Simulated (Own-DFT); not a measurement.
# Strain and stress in wurtzite GaN, 72 atoms (Ga36N36)

Calculated results; nothing here was measured. They come from Own-DFT, an in-house plane-wave density functional program, since retired, whose code no person has reviewed. Each row is one single-point run on a periodic cell that was not relaxed, without spin or spin-orbit coupling.

Settings of every run: PBE; PseudoDojo norm-conserving scalar-relativistic files (stringent for Ga); cutoff 96 hartree; 4 x 4 x 3 k mesh centred on Gamma; Gaussian smearing of 0.01 eV.

Known limits: forces not confirmed at this smearing and k mesh; stress not checked against mesh or cutoff.

Unstrained cell vectors in Å: (9.567, 0.000, 0.000); (-4.784, 8.285, 0.000); (0.000, 0.000, 10.370). The unstrained cell has measured lattice constants (interpolated for alloys), not those of this functional. That, the random moves and any unrelaxed bonds set the pressure at no strain. Each run strains this cell uniformly, with the atoms carried along. Every atom was also moved at random, by a Gaussian of width 0.05 Å on each axis. Strain is the symmetric tensor, in per cent. Stress is positive in tension, and the pressure is minus a third of its trace.

| run | e_xx (%) | e_yy (%) | e_zz (%) | s_xx (GPa) | s_yy (GPa) | s_zz (GPa) | P (GPa) | E (meV/atom) |
|---|---|---|---|---|---|---|---|---|
| 1 | 0.00 | 0.00 | -0.25 | -8.97 | -5.53 | -10.11 | 8.20 | 43.7 |
| 2 | 0.00 | 0.00 | 2.75 | -5.09 | -5.11 | 3.66 | 2.18 | 18.4 |
| 3 | 0.00 | 0.00 | -1.25 | -7.06 | -6.87 | -15.03 | 9.66 | 27.9 |
| 4 | 0.00 | 0.00 | 0.75 | -9.15 | -4.96 | -2.71 | 5.61 | 17.7 |
| 5 | 0.00 | 0.00 | -1.25 | -8.14 | -7.71 | -14.19 | 10.01 | 43.4 |
| 6 | 0.00 | 0.00 | -0.25 | -6.84 | -6.82 | -7.72 | 7.13 | 12.3 |
| 7 | 0.00 | 0.00 | 2.75 | -4.91 | -5.73 | 4.41 | 2.08 | 14.2 |
| 8 | 0.00 | 0.00 | 0.75 | -5.57 | -6.50 | -4.72 | 5.60 | 18.7 |
| 9 | 0.00 | 0.00 | 1.75 | -4.08 | -4.71 | -0.39 | 3.06 | 0.0 |
| 10 | 0.00 | 0.00 | 1.75 | -6.01 | -4.99 | 0.48 | 3.51 | 10.5 |
| 11 | 0.00 | 0.00 | -0.50 | ? | ? | ? | ? | ? |

E is the free energy for each atom above the lowest run shown.

## Worked fit

The change of volume is close to e_xx + e_yy + e_zz. A straight line through the runs shown gives P = 7.19 - 198 x (fractional change of volume) GPa, with an error of 10 on the slope and a scatter of 0.44 GPa. The strain isn't the same on all axes and the cell isn't cubic, so the slope belongs to this path and is not the bulk modulus.

## Withheld run

Question: what pressure should run 11 give? Its volume changes by -0.50 %.

The line gives 8.2 GPa. The calculation gave 8.28 GPa.
